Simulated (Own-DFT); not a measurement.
## Calculated data, Hf36O71 (tetragonal hafnia with one neutral oxygen vacancy, atoms displaced)

All values are calculated (Own-DFT development build). A calculation, not a measurement: plane-wave PBE and HSE06 DFT by an unreviewed code, no spin, of a simulated cell at Gamma alone, so results move with cell size and shape, stress positive in tension, energies less offsets, not probed for a lower state with spin; hafnium file: forces about 75 meV/angstrom off all-electron values; oxygen file: force components 24 meV/angstrom off all-electron in a glass; k mesh not checked against a denser one; forces and stress are PBE's, HSE06 gives the energy alone, and its difference from PBE has offsets of its own; offsets are fitted by least squares, one for each functional and potential file, so energies compare only between cells with the same atoms and settings and are not formation energies; the far tail of each file's local potential was reset to the Coulomb form; each entry is a single point on an unrelaxed cell, so the pressure reflects the starting lattice, taken from the Materials Project, from which strain is counted, and rises with the displacements; printed positions are rounded, which can move forces by about a meV/angstrom; the program is a retired in-house code; no spin-orbit coupling.

Settings shared by all entries: first functional PBE; second functional HSE06; exact exchange share 0.25; screening 0.11 1/bohr; exchange divergence Gygi-Baldereschi; potential files PseudoDojo norm-conserving, scalar-relativistic, made for PBE, standard set; wave cutoff 48 hartree; occupations fixed; k mesh 1 x 1 x 1 centred on Gamma.

```yaml
- entry: 1
  formula: Hf36O71
  kind: "tetragonal hafnia with one neutral oxygen vacancy, atoms displaced"
  structure:
    cell_angstrom: [[10.78, 0.0, 0.0], [0.0, 10.78, 0.0], [0.0, 0.0, 10.4493]]
    atoms_fractional:
      - [Hf, 0.00868, 0.99563, 0.99376]
      - [Hf, 0.16801, 0.1674, 0.25769]
      - [O, 0.00324, 0.16601, 0.14665]
      - [O, 0.16422, 0.00327, 0.35485]
      - [O, 0.99936, 0.1633, 0.40984]
      - [O, 0.16159, 0.99062, 0.0987]
      - [Hf, 0.99678, 0.99944, 0.49367]
      - [Hf, 0.1649, 0.16675, 0.74581]
      - [O, 0.0027, 0.16604, 0.64648]
      - [O, 0.17926, 0.99404, 0.84692]
      - [O, 0.99517, 0.17032, 0.9044]
      - [O, 0.16338, 0.00118, 0.59969]
      - [Hf, 0.00366, 0.33642, 0.99563]
      - [Hf, 0.16595, 0.5067, 0.24778]
      - [O, 0.0024, 0.5022, 0.15335]
      - [O, 0.15946, 0.33619, 0.34065]
      - [O, 0.99915, 0.49808, 0.40626]
      - [O, 0.15865, 0.33627, 0.10486]
      - [Hf, 0.00612, 0.33299, 0.49038]
      - [Hf, 0.16961, 0.49764, 0.74605]
      - [O, 0.00154, 0.4978, 0.66158]
      - [O, 0.16175, 0.33069, 0.85291]
      - [O, 0.00314, 0.50276, 0.90971]
      - [O, 0.16374, 0.33565, 0.59457]
      - [Hf, 0.00583, 0.66178, 0.00612]
      - [Hf, 0.16777, 0.83217, 0.24209]
      - [O, 0.99242, 0.8309, 0.15805]
      - [O, 0.16024, 0.67792, 0.34644]
      - [O, 0.00062, 0.83519, 0.40092]
      - [Hf, 0.99568, 0.66509, 0.50073]
      - [Hf, 0.16595, 0.83825, 0.74963]
      - [O, 0.00358, 0.82428, 0.64848]
      - [O, 0.16613, 0.66649, 0.84555]
      - [O, 0.00783, 0.83795, 0.90039]
      - [O, 0.16709, 0.66765, 0.59678]
      - [Hf, 0.33701, 0.99622, 0.99119]
      - [Hf, 0.50117, 0.16481, 0.24721]
      - [O, 0.33628, 0.17343, 0.14941]
      - [O, 0.50039, 0.00153, 0.34582]
      - [O, 0.32953, 0.1653, 0.39026]
      - [O, 0.49563, 0.00739, 0.10139]
      - [Hf, 0.33371, 0.9956, 0.50157]
      - [Hf, 0.49543, 0.16319, 0.75217]
      - [O, 0.32763, 0.16717, 0.64845]
      - [O, 0.49254, 0.99028, 0.84859]
      - [O, 0.33846, 0.1578, 0.91017]
      - [O, 0.51025, 0.00334, 0.59939]
      - [Hf, 0.33129, 0.33195, 0.99534]
      - [Hf, 0.49421, 0.50133, 0.2456]
      - [O, 0.32767, 0.50353, 0.14612]
      - [O, 0.50344, 0.33164, 0.3521]
      - [O, 0.33091, 0.50024, 0.40833]
      - [O, 0.50416, 0.32916, 0.09571]
      - [Hf, 0.33059, 0.3361, 0.50034]
      - [Hf, 0.49184, 0.50714, 0.74155]
      - [O, 0.32758, 0.50299, 0.65708]
      - [O, 0.50209, 0.32376, 0.85068]
      - [O, 0.33077, 0.50109, 0.89901]
      - [O, 0.50683, 0.33439, 0.60005]
      - [Hf, 0.34093, 0.671, 0.99798]
      - [Hf, 0.50212, 0.83585, 0.24775]
      - [O, 0.33301, 0.8368, 0.14518]
      - [O, 0.49399, 0.66553, 0.34486]
      - [O, 0.3311, 0.83156, 0.40383]
      - [O, 0.49461, 0.66668, 0.10092]
      - [Hf, 0.33593, 0.67618, 0.49709]
      - [Hf, 0.50142, 0.82944, 0.74722]
      - [O, 0.32904, 0.8263, 0.65679]
      - [O, 0.50481, 0.67139, 0.84471]
      - [O, 0.33223, 0.82872, 0.89443]
      - [O, 0.50399, 0.66565, 0.59778]
      - [Hf, 0.66293, 0.99916, 0.00142]
      - [Hf, 0.84077, 0.17076, 0.25692]
      - [O, 0.6699, 0.16738, 0.16451]
      - [O, 0.83555, 0.00552, 0.34661]
      - [O, 0.66907, 0.16179, 0.40195]
      - [O, 0.82706, 0.99995, 0.08601]
      - [Hf, 0.66398, 0.00164, 0.50399]
      - [Hf, 0.83051, 0.16813, 0.74809]
      - [O, 0.66648, 0.15694, 0.65352]
      - [O, 0.82765, 0.00169, 0.85111]
      - [O, 0.66631, 0.16864, 0.91655]
      - [O, 0.83057, 0.00298, 0.59518]
      - [Hf, 0.67613, 0.33474, 0.99459]
      - [Hf, 0.83068, 0.50608, 0.25508]
      - [O, 0.65593, 0.50608, 0.14944]
      - [O, 0.83117, 0.32631, 0.35942]
      - [O, 0.65857, 0.50632, 0.39996]
      - [O, 0.83219, 0.333, 0.09464]
      - [Hf, 0.66704, 0.33708, 0.50537]
      - [Hf, 0.83065, 0.49589, 0.75158]
      - [O, 0.66318, 0.50628, 0.65044]
      - [O, 0.83557, 0.33672, 0.84761]
      - [O, 0.67016, 0.50217, 0.90847]
      - [O, 0.83967, 0.32622, 0.60306]
      - [Hf, 0.66652, 0.66936, 0.99652]
      - [Hf, 0.8281, 0.83785, 0.25463]
      - [O, 0.66887, 0.84268, 0.14358]
      - [O, 0.84352, 0.67567, 0.34647]
      - [O, 0.67081, 0.83379, 0.40341]
      - [O, 0.83823, 0.67263, 0.10472]
      - [Hf, 0.65885, 0.66459, 0.49039]
      - [Hf, 0.83994, 0.83312, 0.74856]
      - [O, 0.66976, 0.83289, 0.65171]
      - [O, 0.83323, 0.66456, 0.84678]
      - [O, 0.66797, 0.83011, 0.8995]
      - [O, 0.84424, 0.66415, 0.59249]
  results:
    "PBE_energy_of_cell_above_offsets [eV]": "-96.707"
    "HSE06_less_PBE_above_offsets [eV]": "0.116"
    "PBE_pressure [GPa]": 2.07
    "PBE_stress_xx [GPa]": -0.63
    "PBE_stress_yy [GPa]": -3.08
    "PBE_stress_zz [GPa]": -2.49
    "PBE_stress_yz [GPa]": -0.05
    "PBE_stress_xz [GPa]": -0.16
    "PBE_stress_xy [GPa]": -0.13
    force_element: [Hf, Hf, O, O, O, O, Hf, Hf, O, O, O, O, Hf, Hf, O, O, O, O, Hf, Hf, O, O, O, O, Hf, Hf, O, O, O, Hf, Hf, O, O, O, O, Hf, Hf, O, O, O, O, Hf, Hf, O, O, O, O, Hf, Hf, O, O, O, O, Hf, Hf, O, O, O, O, Hf, Hf, O, O, O, O, Hf, Hf, O, O, O, O, Hf, Hf, O, O, O, O, Hf, Hf, O, O, O, O, Hf, Hf, O, O, O, O, Hf, Hf, O, O, O, O, Hf, Hf, O, O, O, O, Hf, Hf, O, O, O, O]
    "force_x [eV/angstrom]": [-2.435, 0.4, -0.225, 0.489, 0.273, 1.484, 0.146, -1.345, -0.055, -0.716, 0.594, 0.943, -0.275, -0.089, -0.888, 0.209, -0.376, 1.559, -1.42, -2.049, -0.375, 0.91, -0.196, 1.199, -0.029, -1.639, 1.461, 0.84, -0.356, 2.211, -0.828, -0.619, -0.138, -0.435, 0.577, -0.728, 0.312, -1.578, -0.382, 0.132, 0.317, -0.784, 0.617, 1.192, 0.384, -0.238, -3.555, 0.589, 0.303, 0.299, -0.366, -0.162, -0.746, 1.136, 1.208, 1.772, -0.7, 0.78, -1.944, -2.228, 0.036, 0.759, 0.279, 0.544, 1.252, -1.758, 0.838, 1.738, -0.329, 0.396, -1.342, 1.301, -0.988, 0.336, 0.284, -0.368, 1.66, 1.778, 1.178, -0.597, 0.318, -0.109, 0.952, -1.726, 0.023, 1.784, 0.133, 1.049, 0.974, 0.802, 0.557, 0.595, -0.531, -0.185, -1.204, 1.169, 1.114, -1.592, -0.876, -0.662, -1.356, 1.983, -0.759, -0.08, 0.051, -0.376, -3.494]
    "force_y [eV/angstrom]": [1.681, -0.319, -0.089, -0.82, 1.157, 0.317, -1.122, -0.575, -0.122, 2.377, -1.162, -0.367, -1.032, -0.11, 0.821, 0.046, 0.532, 0.175, -0.37, 1.413, -0.112, -0.171, -0.112, -0.061, 1.128, 1.365, 0.042, -2.019, 0.11, 1.339, -2.26, 0.904, -0.167, -1.429, -0.591, -1.059, 1.2, -0.018, -1.404, 0.37, -0.66, 1.431, 0.067, 0.114, 1.088, 2.111, -0.53, -0.449, -1.734, 0.102, 0.789, 0.389, 0.74, -1.088, -1.354, -0.547, 1.552, -0.085, 0.082, -0.543, 0.623, -0.66, 0.994, 1.426, 0.532, -1.625, 0.791, 0.6, -1.501, -0.016, 0.035, -0.093, -0.804, -0.121, -0.781, 1.029, -0.111, 0.519, -0.74, 1.04, -0.446, -0.749, -0.375, 0.002, -0.137, 0.15, 2.443, -1.252, 0.722, -1.371, 1.315, -0.469, -0.642, 0.102, 0.679, -0.232, 0.854, -0.909, -2.174, -0.368, -1.041, 1.247, 0.174, -0.375, 0.407, 0.564, -0.219]
    "force_z [eV/angstrom]": [1.536, -2.155, 1.458, -0.476, -1.771, -0.128, 0.92, 0.305, 1.255, 0.275, -1.062, -0.034, 1.379, -0.016, 0.515, 1.443, -0.917, -1.088, 1.651, 1.693, -0.44, -0.764, -0.506, 0.375, -0.149, 0.14, -0.601, -0.688, 0.378, -0.451, -0.172, 0.481, 0.329, -0.388, -0.704, 1.779, -0.265, 0.196, 0.668, 2.081, -0.322, -0.465, 0.216, 0.158, -0.214, -1.805, 0.437, 1.69, -0.225, 0.486, -0.214, -0.42, -0.198, -0.876, 1.632, -1.608, -1.131, 0.01, 0.309, -0.332, -0.739, 0.549, 0.522, -0.7, -0.265, 1.07, -0.053, -1.582, 0.484, 0.633, -0.079, 0.124, -2.008, -0.459, 0.05, 1.366, 0.872, -1.058, 0.207, 0.787, -1.676, -1.821, 0.403, 1.677, -1.173, 0.995, -0.701, -0.471, 1.007, -1.241, -0.558, -0.043, 0.147, -1.246, -0.387, 0.742, -1.261, 1.21, 0.306, -0.83, -0.829, 1.798, 0.272, 0.069, -0.054, -0.024, 0.76]
- entry: 2
  formula: Hf36O71
  kind: "tetragonal hafnia with one neutral oxygen vacancy, atoms displaced"
  structure:
    cell_angstrom: [[10.78, 0.0, 0.0], [0.0, 10.78, 0.0], [0.0, 0.0, 10.4493]]
    atoms_fractional:
      - [Hf, 0.01344, 0.99022, 0.99588]
      - [Hf, 0.17558, 0.1646, 0.24081]
      - [O, 0.01012, 0.15787, 0.14797]
      - [O, 0.16954, 0.00285, 0.34257]
      - [O, 0.00147, 0.16231, 0.40868]
      - [O, 0.1592, 0.01456, 0.09245]
      - [Hf, 0.98398, 0.98753, 0.51942]
      - [Hf, 0.15797, 0.17234, 0.75341]
      - [O, 0.99968, 0.16933, 0.64232]
      - [O, 0.16705, 0.00523, 0.84708]
      - [O, 0.98275, 0.15849, 0.90005]
      - [O, 0.18426, 0.99735, 0.59199]
      - [Hf, 0.99706, 0.335, 0.00996]
      - [Hf, 0.17725, 0.49848, 0.24713]
      - [O, 0.9915, 0.50623, 0.13721]
      - [O, 0.15943, 0.33327, 0.34667]
      - [O, 0.00031, 0.49987, 0.40848]
      - [O, 0.159, 0.34277, 0.09218]
      - [Hf, 0.00723, 0.33647, 0.50119]
      - [Hf, 0.17206, 0.49446, 0.73864]
      - [O, 0.00118, 0.50343, 0.65]
      - [O, 0.14916, 0.34926, 0.85394]
      - [O, 0.00161, 0.50195, 0.90658]
      - [O, 0.16569, 0.34491, 0.60272]
      - [Hf, 0.00253, 0.65722, 0.99764]
      - [Hf, 0.16532, 0.8489, 0.25062]
      - [O, 0.00013, 0.83239, 0.15361]
      - [O, 0.15726, 0.66557, 0.34382]
      - [O, 0.99961, 0.82251, 0.40136]
      - [O, 0.17325, 0.67162, 0.0976]
      - [Hf, 0.00212, 0.66709, 0.50562]
      - [Hf, 0.17362, 0.83037, 0.7515]
      - [O, 0.00056, 0.8425, 0.65711]
      - [O, 0.17792, 0.669, 0.83719]
      - [O, 0.98601, 0.83686, 0.9061]
      - [O, 0.15913, 0.67015, 0.59909]
      - [Hf, 0.34092, 0.99489, 0.99844]
      - [Hf, 0.49897, 0.15843, 0.24572]
      - [O, 0.32854, 0.16954, 0.14452]
      - [O, 0.4976, 0.01421, 0.35748]
      - [O, 0.33559, 0.15713, 0.3961]
      - [O, 0.50694, 0.99637, 0.08161]
      - [Hf, 0.32904, 0.00475, 0.49018]
      - [Hf, 0.49508, 0.15631, 0.7318]
      - [O, 0.3319, 0.17244, 0.66365]
      - [O, 0.50526, 0.00878, 0.84868]
      - [O, 0.32671, 0.17507, 0.90938]
      - [O, 0.50259, 0.99817, 0.59075]
      - [Hf, 0.33458, 0.34317, 0.00366]
      - [Hf, 0.50021, 0.49571, 0.2541]
      - [O, 0.33518, 0.51055, 0.16119]
      - [O, 0.49398, 0.32213, 0.34585]
      - [O, 0.34868, 0.49513, 0.408]
      - [O, 0.49812, 0.31934, 0.09474]
      - [Hf, 0.33269, 0.33365, 0.49054]
      - [Hf, 0.49033, 0.49383, 0.74697]
      - [O, 0.33358, 0.50263, 0.66304]
      - [O, 0.48653, 0.32292, 0.85013]
      - [O, 0.33807, 0.49385, 0.90411]
      - [O, 0.50763, 0.34131, 0.59697]
      - [Hf, 0.3385, 0.65802, 0.99905]
      - [Hf, 0.49214, 0.83054, 0.25222]
      - [O, 0.34035, 0.83559, 0.1467]
      - [O, 0.51072, 0.66176, 0.34778]
      - [O, 0.32915, 0.83499, 0.40055]
      - [O, 0.50676, 0.66395, 0.10399]
      - [Hf, 0.32427, 0.66452, 0.51021]
      - [Hf, 0.50166, 0.84325, 0.74941]
      - [O, 0.33468, 0.83083, 0.65698]
      - [O, 0.51282, 0.66866, 0.85403]
      - [O, 0.33378, 0.82225, 0.9002]
      - [O, 0.50458, 0.66338, 0.60052]
      - [Hf, 0.67317, 0.01343, 0.98921]
      - [Hf, 0.84071, 0.17799, 0.24973]
      - [O, 0.65878, 0.15923, 0.15205]
      - [O, 0.82767, 0.00332, 0.34829]
      - [O, 0.66947, 0.16094, 0.39746]
      - [O, 0.84444, 0.00112, 0.09954]
      - [Hf, 0.66549, 0.99906, 0.50104]
      - [Hf, 0.82359, 0.1812, 0.74999]
      - [O, 0.67005, 0.15858, 0.63972]
      - [O, 0.84058, 0.99423, 0.85066]
      - [O, 0.66225, 0.17301, 0.90072]
      - [O, 0.81897, 0.00012, 0.59919]
      - [Hf, 0.66153, 0.32653, 0.99511]
      - [Hf, 0.83512, 0.51153, 0.23748]
      - [O, 0.67346, 0.51329, 0.15151]
      - [O, 0.83645, 0.33262, 0.34449]
      - [O, 0.66284, 0.5008, 0.40862]
      - [O, 0.84764, 0.34167, 0.07704]
      - [Hf, 0.67727, 0.33775, 0.50617]
      - [Hf, 0.84047, 0.49375, 0.73548]
      - [O, 0.83691, 0.33338, 0.83592]
      - [O, 0.6707, 0.50213, 0.89807]
      - [O, 0.83451, 0.33316, 0.58985]
      - [Hf, 0.6644, 0.66529, 0.99753]
      - [Hf, 0.83688, 0.82622, 0.25514]
      - [O, 0.67139, 0.82547, 0.15246]
      - [O, 0.83623, 0.65702, 0.35273]
      - [O, 0.67294, 0.82458, 0.40094]
      - [O, 0.83634, 0.65371, 0.09214]
      - [Hf, 0.67369, 0.67093, 0.48068]
      - [Hf, 0.82293, 0.8325, 0.74751]
      - [O, 0.65622, 0.83217, 0.6655]
      - [O, 0.83345, 0.66024, 0.8517]
      - [O, 0.67542, 0.84366, 0.89779]
      - [O, 0.8289, 0.67089, 0.60372]
  results:
    "PBE_energy_of_cell_above_offsets [eV]": "-88.611"
    "HSE06_less_PBE_above_offsets [eV]": "0.543"
    "PBE_pressure [GPa]": 5.35
    "PBE_stress_xx [GPa]": -7.67
    "PBE_stress_yy [GPa]": -3.0
    "PBE_stress_zz [GPa]": -5.39
    "PBE_stress_yz [GPa]": 0.18
    "PBE_stress_xz [GPa]": 0.38
    "PBE_stress_xy [GPa]": -0.18
    force_element: [Hf, Hf, O, O, O, O, Hf, Hf, O, O, O, O, Hf, Hf, O, O, O, O, Hf, Hf, O, O, O, O, Hf, Hf, O, O, O, O, Hf, Hf, O, O, O, O, Hf, Hf, O, O, O, O, Hf, Hf, O, O, O, O, Hf, Hf, O, O, O, O, Hf, Hf, O, O, O, O, Hf, Hf, O, O, O, O, Hf, Hf, O, O, O, O, Hf, Hf, O, O, O, O, Hf, Hf, O, O, O, O, Hf, Hf, O, O, O, O, Hf, Hf, O, O, O, Hf, Hf, O, O, O, O, Hf, Hf, O, O, O, O]
    "force_x [eV/angstrom]": [-5.079, -2.712, -1.181, 0.277, -0.335, 4.915, 1.449, -0.199, -0.161, 0.351, 1.356, -3.589, 5.127, -3.933, 2.805, 1.453, 0.206, 2.925, -0.914, -3.249, 0.732, 1.153, -0.206, 1.534, -0.731, -0.516, 0.769, 1.362, -0.249, 0.13, -1.695, -0.637, 0.021, -0.422, 1.591, 1.741, -1.077, 0.416, 1.606, 0.299, -1.106, -0.953, 1.318, 1.377, -1.313, -1.014, -0.684, -1.876, -0.474, 2.215, 1.189, -0.361, -1.066, 0.631, 1.222, 4.724, -0.466, 1.068, 0.086, -1.626, 0.117, 2.451, -1.253, -1.045, 0.511, -2.013, 2.375, -0.929, 0.287, -1.082, 0.161, -0.927, 2.872, 0.13, 2.369, 0.856, 0.038, -1.485, 0.061, 2.339, -1.28, -1.751, 1.049, 1.932, -0.084, 0.617, -2.217, -0.233, -0.106, -8.363, -2.216, -2.511, -0.288, -0.719, 1.893, 1.161, -0.58, -0.566, -0.303, -0.232, -0.084, -1.295, 0.816, 1.588, 0.097, -0.781, 0.406]
    "force_y [eV/angstrom]": [1.832, 0.185, 2.17, 0.422, 0.166, -1.768, 1.953, 0.069, -0.412, -0.977, 1.605, 0.16, -1.103, 1.093, -0.372, 0.225, 0.316, 0.498, -1.683, 0.718, -0.161, -2.366, -0.458, -0.615, 1.629, -3.112, -0.03, -0.298, 2.116, -0.674, -1.199, 1.422, 0.081, -1.551, -2.849, 0.014, 1.17, 1.373, -0.494, -3.879, 3.537, 0.013, -1.772, 2.057, 0.385, -0.55, -1.063, 0.209, -3.884, 0.327, -0.959, 1.042, 1.406, 1.778, -2.066, 0.295, 0.425, 0.955, 1.908, 0.011, 1.604, -0.267, 0.841, 0.977, -1.296, -0.08, 1.383, -2.249, -0.788, -0.186, 2.026, -0.602, -3.038, -3.824, 1.021, -1.312, 1.18, 0.268, 1.259, -3.905, 0.855, 1.873, 0.17, -1.131, 2.876, -1.423, -1.682, 1.738, -1.444, -0.91, -0.698, 2.114, 1.64, -2.327, 0.23, 1.012, 2.513, 0.025, 1.141, 3.664, 1.281, -2.943, -0.641, 0.289, 0.486, -0.857, -0.135]
    "force_z [eV/angstrom]": [-0.746, 0.841, 1.085, 0.384, -0.192, 1.823, -2.303, 1.474, 1.402, -0.53, -0.293, 1.194, -5.357, 0.294, 2.167, 0.199, -0.396, 2.325, -1.816, 3.27, -0.469, -1.557, -1.409, -0.529, -0.237, -1.069, 0.652, 0.412, 0.575, -0.679, -1.34, 0.389, -0.579, 0.721, -0.801, 0.309, -0.898, -0.017, 0.476, -1.385, 0.003, 1.729, 0.571, 1.777, -2.009, -0.659, -0.078, 1.546, -0.739, 0.356, -1.153, -0.312, -0.261, 0.54, 0.747, 1.641, -2.958, -0.957, -0.676, -0.142, 0.104, -0.509, 0.389, -0.34, -0.063, -0.08, -0.597, 1.636, -0.991, -0.693, 0.446, -0.83, 1.972, 0.075, -0.929, 0.326, 0.525, -0.511, -2.653, 0.023, 0.855, -1.68, -1.954, 0.922, 0.134, 0.658, 0.276, -0.426, -0.654, 3.978, -2.074, 2.486, 0.875, 0.347, 1.424, -0.798, -1.816, 1.015, -0.018, -0.849, 0.876, 3.906, 3.172, -2.772, -1.458, 0.742, -0.832]
```
